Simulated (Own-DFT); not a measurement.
Simulation results for GaN (wurtzite, atoms displaced)

Computed with Own-DFT development build. A calculation, not a measurement: plane-wave PBE density functional theory by an unreviewed code, no spin, of a simulated periodic cell, stress positive in tension, free energy of the whole cell less one offset for each atom, forces on such cells passed a denser k mesh, this cell's mesh not checked; offsets are fitted by least squares, one for each functional and potential file, so energies compare only between cells with the same atoms and settings and are not formation energies; the far tail of each file's local potential was reset to the Coulomb form; each entry is a single point on an unrelaxed cell, so the pressure reflects the starting lattice, mostly measured values (interpolated for alloys), from which strain is counted, and rises with the displacements; printed positions are rounded, which can move forces by about a meV/angstrom; the program, named Own-DFT, is a retired in-house code; no spin-orbit coupling.

Common to all runs: functional PBE; potential files PseudoDojo norm-conserving, scalar-relativistic, standard set with the stringent files for Ga; wave cutoff 96 hartree; occupations Gaussian; smearing width 0.01 eV; k mesh 3 x 4 x 3 centred on Gamma.

(1) GaN (wurtzite, atoms displaced)

```
GaN
1.0
     12.7560     0.0000     0.0000
     -4.7835     8.2853     0.0000
      0.0000     0.0000    10.3700
Ga N Ga N Ga N Ga N Ga N Ga N Ga N Ga N Ga N Ga N Ga N Ga N Ga N Ga N Ga N Ga N Ga N Ga N Ga N Ga N Ga N Ga N Ga N Ga N
2 2 2 2 2 2 2 2 2 2 2 2 2 2 2 2 2 2 2 2 2 2 2 2 2 2 2 2 2 2 2 2 2 2 2 2 2 2 2 2 2 2 2 2 2 2 2 2
Direct
  0.07433 0.22682 0.99995
  0.16062 0.11064 0.24500
  0.08080 0.21648 0.19038
  0.16982 0.11839 0.43284
  0.08146 0.22026 0.49090
  0.16260 0.10756 0.75022
  0.08921 0.22503 0.68987
  0.16077 0.10095 0.93724
  0.07582 0.55817 0.00383
  0.16557 0.44066 0.25233
  0.08852 0.56793 0.18281
  0.16577 0.44153 0.44045
  0.08359 0.55582 0.49838
  0.17418 0.45709 0.75538
  0.09490 0.56362 0.68715
  0.16440 0.45350 0.93445
  0.08872 0.88051 0.98492
  0.17123 0.78004 0.25076
  0.08787 0.89758 0.18799
  0.16787 0.78788 0.43613
  0.08767 0.88477 0.49273
  0.16061 0.77418 0.75599
  0.08126 0.88472 0.68722
  0.17190 0.78382 0.93876
  0.32979 0.21938 0.99748
  0.41759 0.10761 0.24913
  0.32911 0.22792 0.18903
  0.42023 0.10720 0.44182
  0.33518 0.22134 0.49205
  0.42335 0.11572 0.74399
  0.33331 0.21504 0.68297
  0.41189 0.10702 0.93824
  0.33675 0.55815 0.00446
  0.40516 0.43364 0.25072
  0.33261 0.55811 0.19408
  0.41664 0.43826 0.44420
  0.32961 0.55603 0.50465
  0.41447 0.43885 0.74381
  0.33104 0.55052 0.69095
  0.42032 0.45050 0.93738
  0.33387 0.88733 0.00971
  0.41529 0.77932 0.24580
  0.33318 0.88457 0.18746
  0.42548 0.78362 0.43394
  0.33689 0.89187 0.50229
  0.41241 0.76556 0.74244
  0.33265 0.89102 0.69236
  0.40610 0.77015 0.93741
  0.58216 0.21207 0.99409
  0.66474 0.12032 0.25177
  0.58862 0.22669 0.19084
  0.66738 0.10797 0.42728
  0.57775 0.21420 0.49762
  0.66876 0.11862 0.75227
  0.58395 0.22489 0.68331
  0.67038 0.10352 0.95078
  0.58267 0.55839 0.99552
  0.66697 0.44516 0.24270
  0.58158 0.56117 0.19209
  0.65474 0.43763 0.44326
  0.57777 0.54470 0.50356
  0.66160 0.44952 0.74920
  0.57998 0.55572 0.69172
  0.66425 0.44595 0.94034
  0.58009 0.89064 0.00719
  0.65976 0.77676 0.24557
  0.58652 0.89944 0.19157
  0.66918 0.78438 0.43222
  0.58490 0.89015 0.50231
  0.65494 0.77327 0.75007
  0.57897 0.88662 0.69926
  0.66976 0.78004 0.94163
  0.83838 0.21947 0.00561
  0.91568 0.11402 0.24777
  0.83490 0.21671 0.18194
  0.91692 0.11784 0.43819
  0.84050 0.22874 0.50324
  0.92058 0.10318 0.74969
  0.83039 0.20758 0.68606
  0.92362 0.11516 0.93909
  0.83398 0.56212 0.00410
  0.91534 0.44385 0.25053
  0.83441 0.55877 0.17792
  0.91625 0.45233 0.43454
  0.83795 0.55707 0.50169
  0.92050 0.44262 0.75183
  0.83136 0.55355 0.68997
  0.92428 0.43873 0.94711
  0.82951 0.88260 0.00608
  0.91494 0.77444 0.25483
  0.83047 0.88463 0.18932
  0.91747 0.77335 0.43284
  0.83798 0.90235 0.49506
  0.90810 0.77949 0.74726
  0.84893 0.89303 0.68581
  0.91857 0.77904 0.94036
```

| Item | Value |
| --- | --- |
| free energy of cell above offsets | -4.131 eV |
| pressure | 7.3 GPa |
| stress xx | -7.52 GPa |
| stress yy | -7.26 GPa |
| stress zz | -7.13 GPa |
| stress yz | -0.31 GPa |
| stress xz | -0.71 GPa |
| stress xy | 0.88 GPa |

Force:
| element | x (eV/Å) | y (eV/Å) | z (eV/Å) |
| --- | --- | --- | --- |
| Ga | 3.254 | 0.833 | 0.147 |
| Ga | 1.307 | -0.399 | 0.417 |
| N | -1.152 | 1.59 | -0.64 |
| N | -0.091 | -1.033 | 0.231 |
| Ga | 0.914 | -0.038 | 1.909 |
| Ga | 0.896 | -0.054 | -0.339 |
| N | -0.973 | 0.62 | -0.8 |
| N | -0.11 | 1.718 | 0.167 |
| Ga | 2.804 | 1.244 | -0.491 |
| Ga | -0.533 | 0.533 | -0.629 |
| N | -0.025 | -1.665 | 1.945 |
| N | -0.499 | 0.801 | -0.481 |
| Ga | 0.15 | 0.801 | 0.114 |
| Ga | -0.602 | -2.127 | -0.49 |
| N | -1.685 | -1.044 | -0.452 |
| N | 0.819 | -0.523 | 1.931 |
| Ga | -2.738 | 1.507 | 2.488 |
| Ga | -1.544 | 0.639 | -0.215 |
| N | 0.092 | -1.879 | -0.614 |
| N | 2.708 | -1.953 | -0.254 |
| Ga | -2.399 | 1.742 | 1.398 |
| Ga | 0.837 | 1.314 | -1.031 |
| N | -0.258 | -0.13 | -0.297 |
| N | 1.085 | -1.779 | -0.045 |
| Ga | -0.283 | 0.355 | -0.049 |
| Ga | -0.536 | 0.83 | 0.077 |
| N | 1.201 | -1.976 | -0.623 |
| N | -1.526 | -0.234 | -1.48 |
| Ga | -0.356 | -0.848 | 1.023 |
| Ga | -1.199 | -1.103 | 0.964 |
| N | -0.359 | 0.565 | 0.297 |
| N | 0.941 | 0.264 | 0.027 |
| Ga | -0.901 | -0.801 | -0.389 |
| Ga | 1.381 | 2.273 | 0.785 |
| N | -0.102 | -0.48 | -0.466 |
| N | -1.45 | 1.062 | -0.815 |
| Ga | 1.077 | 0.062 | -0.967 |
| Ga | -0.393 | -0.811 | 0.907 |
| N | 0.849 | 0.063 | -0.951 |
| N | -0.751 | -1.033 | -0.415 |
| Ga | -0.177 | 0.14 | -2.437 |
| Ga | 1.309 | -0.025 | 0.916 |
| N | -0.154 | 1.105 | 1.057 |
| N | -1.54 | -1.061 | 0.84 |
| Ga | -0.132 | -0.908 | 0.394 |
| Ga | -1.242 | 1.75 | 1.616 |
| N | 0.476 | -0.737 | -0.595 |
| N | 1.43 | 1.047 | 0.093 |
| Ga | -0.645 | 1.121 | 0.706 |
| Ga | 1.852 | -0.88 | -1.063 |
| N | -1.715 | -0.256 | -1.275 |
| N | 0.174 | 0.895 | 3.081 |
| Ga | 1.872 | 1.086 | -0.176 |
| Ga | 0.04 | -0.872 | 0.538 |
| N | 0.838 | 0.263 | 0.846 |
| N | -0.608 | 1.424 | -2.02 |
| Ga | 0.177 | -0.186 | 1.316 |
| Ga | -0.848 | 0.953 | 1.142 |
| N | -0.171 | -1.472 | -0.907 |
| N | 2.496 | 0.2 | -1.127 |
| Ga | -0.063 | 2.064 | -0.682 |
| Ga | 1.533 | -0.596 | 0.432 |
| N | -0.116 | 0.363 | -0.586 |
| N | 0.779 | -0.702 | -0.442 |
| Ga | 0.128 | -1.435 | -0.775 |
| Ga | 0.743 | 0.587 | 0.747 |
| N | -0.811 | -0.728 | -0.381 |
| N | 0.228 | -0.727 | 1.551 |
| Ga | 0.719 | 0.24 | -0.253 |
| Ga | 1.996 | 0.713 | 0.755 |
| N | -0.002 | 1.069 | -1.563 |
| N | -1.056 | 0.036 | -0.744 |
| Ga | -0.3 | -0.15 | -1.563 |
| Ga | 0.26 | -1.283 | 0.275 |
| N | -1.007 | 1.218 | 2.24 |
| N | 0.41 | 0.182 | -0.793 |
| Ga | -1.634 | -0.361 | -0.8 |
| Ga | 0.062 | 1.368 | 0.421 |
| N | 0.119 | 1.367 | 0.731 |
| N | -2.225 | -2.1 | -0.72 |
| Ga | 0.302 | -0.846 | -2.557 |
| Ga | 0.293 | 0.268 | -1.302 |
| N | 0.186 | -0.645 | 3.037 |
| N | 1.22 | -1.027 | 0.453 |
| Ga | -2.228 | -0.048 | 0.248 |
| Ga | -0.119 | -0.065 | 0.265 |
| N | 0.406 | -0.318 | 0.127 |
| N | -3.265 | -0.316 | -1.998 |
| Ga | 1.076 | 0.998 | -0.548 |
| Ga | 0.469 | 0.776 | -1.927 |
| N | -0.008 | 0.491 | 0.636 |
| N | -0.425 | 0.75 | 1.552 |
| Ga | 0.169 | -2.082 | 0.223 |
| Ga | 3.981 | -2.038 | 1.556 |
| N | -4.802 | 0.704 | -1.706 |
| N | -0.304 | -0.222 | -0.747 |

(2) GaN (wurtzite, atoms displaced)

```
GaN
1.0
     12.7560     0.0000     0.0000
     -4.7835     8.2853     0.0000
      0.0000     0.0000    10.3700
Ga N Ga N Ga N Ga N Ga N Ga N Ga N Ga N Ga N Ga N Ga N Ga N Ga N Ga N Ga N Ga N Ga N Ga N Ga N Ga N Ga N Ga N Ga N Ga N
2 2 2 2 2 2 2 2 2 2 2 2 2 2 2 2 2 2 2 2 2 2 2 2 2 2 2 2 2 2 2 2 2 2 2 2 2 2 2 2 2 2 2 2 2 2 2 2
Direct
  0.08555 0.22722 0.00353
  0.16135 0.11205 0.24711
  0.08648 0.22524 0.19106
  0.16144 0.10516 0.44033
  0.08206 0.22393 0.50311
  0.15684 0.11215 0.74591
  0.08314 0.22881 0.68505
  0.15549 0.09872 0.92538
  0.08010 0.54820 0.99913
  0.16880 0.44138 0.24635
  0.07864 0.55440 0.19718
  0.16857 0.43965 0.43993
  0.07422 0.54500 0.49088
  0.16807 0.44060 0.75686
  0.07499 0.55281 0.68361
  0.17144 0.44362 0.93167
  0.08816 0.89831 0.00194
  0.16955 0.78009 0.24493
  0.08409 0.88797 0.19036
  0.16516 0.78272 0.43825
  0.08493 0.89206 0.49515
  0.16124 0.78120 0.74613
  0.08534 0.88888 0.68580
  0.15869 0.77621 0.92966
  0.33815 0.22166 0.99733
  0.41686 0.10014 0.25532
  0.33248 0.20885 0.19062
  0.42058 0.10730 0.42933
  0.33880 0.22251 0.49716
  0.41975 0.12385 0.74919
  0.33351 0.22961 0.69036
  0.41391 0.10341 0.94163
  0.32989 0.55742 0.99900
  0.41093 0.44172 0.24924
  0.32950 0.54437 0.18588
  0.41978 0.43490 0.43505
  0.33664 0.55487 0.50474
  0.41444 0.43636 0.75643
  0.33165 0.56029 0.68456
  0.42153 0.45140 0.93822
  0.33187 0.89889 0.99856
  0.41305 0.77724 0.25715
  0.33142 0.89107 0.18554
  0.41601 0.76731 0.43830
  0.32890 0.88766 0.50152
  0.42262 0.78317 0.74489
  0.33262 0.89063 0.68500
  0.41792 0.78389 0.94761
  0.57997 0.21996 0.00755
  0.66351 0.11576 0.25280
  0.58587 0.22894 0.19042
  0.66795 0.10817 0.44144
  0.58651 0.22538 0.50513
  0.66333 0.10736 0.75774
  0.58167 0.21856 0.69373
  0.65820 0.10673 0.94096
  0.57104 0.54503 0.99745
  0.66522 0.44606 0.25437
  0.57787 0.54884 0.18862
  0.67086 0.44861 0.44245
  0.58161 0.54591 0.50413
  0.66268 0.44386 0.74798
  0.57972 0.55280 0.67910
  0.66957 0.44632 0.93474
  0.58469 0.88168 0.00310
  0.67208 0.77429 0.25605
  0.58362 0.89345 0.19167
  0.66910 0.77983 0.43242
  0.58922 0.89690 0.49285
  0.66339 0.77359 0.75158
  0.58750 0.88880 0.69196
  0.66326 0.78148 0.93248
  0.83799 0.23111 0.00629
  0.91521 0.11219 0.25327
  0.83454 0.22092 0.18971
  0.91295 0.11163 0.44799
  0.83117 0.21731 0.50143
  0.91037 0.10696 0.74513
  0.83019 0.21158 0.68840
  0.91404 0.10867 0.93827
  0.83469 0.54535 0.99687
  0.91386 0.45009 0.25363
  0.82853 0.55043 0.20016
  0.91341 0.43751 0.43684
  0.83534 0.56187 0.50735
  0.92154 0.45657 0.74568
  0.83605 0.55734 0.68459
  0.91799 0.44579 0.94387
  0.82625 0.87556 0.00373
  0.90949 0.78653 0.24986
  0.83087 0.89416 0.18619
  0.91719 0.77770 0.44117
  0.83101 0.87875 0.50011
  0.92249 0.78136 0.75301
  0.82963 0.89751 0.68903
  0.91768 0.77429 0.94657
```

| Item | Value |
| --- | --- |
| free energy of cell above offsets | -4.871 eV |
| pressure | 7.07 GPa |
| stress xx | -6.57 GPa |
| stress yy | -6.42 GPa |
| stress zz | -8.22 GPa |
| stress yz | 0.37 GPa |
| stress xz | -0.39 GPa |
| stress xy | 0.13 GPa |

Force:
| element | x (eV/Å) | y (eV/Å) | z (eV/Å) |
| --- | --- | --- | --- |
| Ga | -0.418 | -1.533 | -0.969 |
| Ga | 1.876 | -0.699 | 0.961 |
| N | -1.169 | -0.578 | -0.758 |
| N | 0.509 | 1.661 | -0.457 |
| Ga | 0.215 | -0.37 | -0.747 |
| Ga | 1.186 | -0.262 | -0.758 |
| N | -0.375 | -0.616 | 0.772 |
| N | 0.779 | 2.648 | 1.82 |
| Ga | 0.464 | 1.559 | 0.527 |
| Ga | -1.125 | 0.706 | 1.494 |
| N | 1.233 | -0.055 | -1.453 |
| N | -0.305 | 0.762 | -0.684 |
| Ga | 1.487 | 1.199 | 0.833 |
| Ga | -0.996 | 1.069 | -2.958 |
| N | 2.248 | 0.812 | -0.058 |
| N | -1.066 | -0.103 | 2.276 |
| Ga | -0.417 | -1.835 | 0.303 |
| Ga | -0.818 | -0.293 | 1.02 |
| N | -1.134 | 0.205 | -0.257 |
| N | 0.726 | -1.218 | -0.621 |
| Ga | -0.275 | -0.633 | 0.597 |
| Ga | 1.896 | -0.91 | -0.21 |
| N | -1.474 | 0.917 | -0.611 |
| N | 1.143 | -0.233 | 1.549 |
| Ga | -1.413 | -0.417 | 0.707 |
| Ga | -0.39 | 1.368 | -1.987 |
| N | -0.859 | 1.059 | -0.717 |
| N | -0.05 | 0.224 | 3.069 |
| Ga | -0.939 | -1.048 | 0.049 |
| Ga | -0.343 | -2.001 | 0.306 |
| N | -0.128 | -1.463 | -0.667 |
| N | -0.085 | 2.688 | -1.336 |
| Ga | 0.863 | 1.052 | 0.165 |
| Ga | 1.272 | -1.028 | 0.108 |
| N | -0.405 | 1.47 | -0.173 |
| N | -0.944 | 1.07 | 0.259 |
| Ga | -0.133 | -1.027 | -0.961 |
| Ga | -0.754 | 2.05 | -1.407 |
| N | 0.842 | -0.6 | 1.725 |
| N | -2.576 | -2.084 | -0.399 |
| Ga | 0.28 | -3.114 | 0.016 |
| Ga | 0.739 | -0.258 | -1.653 |
| N | 0.817 | -0.963 | 0.119 |
| N | -0.392 | 1.412 | 0.563 |
| Ga | 0.714 | -0.383 | -0.331 |
| Ga | -1.001 | -0.187 | 1.002 |
| N | 0.017 | 0.541 | 0.854 |
| N | -0.366 | -0.729 | -1.284 |
| Ga | 0.6 | 0.277 | -0.989 |
| Ga | 1.157 | -0.404 | -0.419 |
| N | -0.468 | -0.65 | 0.428 |
| N | -1.024 | 1.49 | -0.607 |
| Ga | 0.117 | -0.469 | -0.452 |
| Ga | 0.799 | 0.243 | -0.334 |
| N | 0.163 | 0.705 | -0.779 |
| N | 1.051 | 0.598 | 0.771 |
| Ga | 3.605 | 2.308 | 1.342 |
| Ga | -0.313 | -0.097 | -0.018 |
| N | 0.165 | 0.751 | -0.304 |
| N | 0.04 | -0.673 | 0.076 |
| Ga | -0.437 | 1.137 | -2.119 |
| Ga | 0.876 | 0.282 | 0.12 |
| N | 0.069 | 0.063 | 2.683 |
| N | -0.932 | -0.461 | 0.443 |
| Ga | -1.489 | 1.337 | 0.626 |
| Ga | -2.105 | -0.161 | -1.743 |
| N | 0.251 | -0.829 | 0.385 |
| N | -0.086 | -0.923 | 1.954 |
| Ga | -0.216 | -2.016 | 1.248 |
| Ga | 0.438 | 0.204 | -0.859 |
| N | -0.7 | 0.138 | -1.32 |
| N | 1.274 | -1.702 | 1.141 |
| Ga | -0.382 | -2.148 | -0.955 |
| Ga | 0.003 | 0.492 | 0.525 |
| N | -0.697 | 0.629 | 0.626 |
| N | 1.295 | -0.956 | -1.574 |
| Ga | -0.304 | 0.627 | 0.592 |
| Ga | 0.89 | 1.197 | 1.504 |
| N | -1.634 | 1.986 | 0.234 |
| N | 0.26 | 0.203 | 0.403 |
| Ga | -1.699 | 1.563 | 1.49 |
| Ga | 0.524 | -1.081 | -0.061 |
| N | -0.41 | 1.465 | -1.749 |
| N | -1.1 | 0.155 | 0.602 |
| Ga | 0.636 | -0.749 | -1.919 |
| Ga | -0.546 | -2.606 | 0.82 |
| N | -1.19 | 0.278 | 1.797 |
| N | 0.609 | -0.553 | -1.511 |
| Ga | 0.14 | 1.243 | -1.447 |
| Ga | 2.27 | -1.353 | 0.124 |
| N | 0.256 | -0.052 | 0.441 |
| N | -0.066 | 0.101 | -0.704 |
| Ga | -0.528 | 1.357 | 0.715 |
| Ga | -1.243 | 0.133 | 0.217 |
| N | 1.467 | -2.697 | -0.345 |
| N | -0.341 | -0.214 | -0.741 |
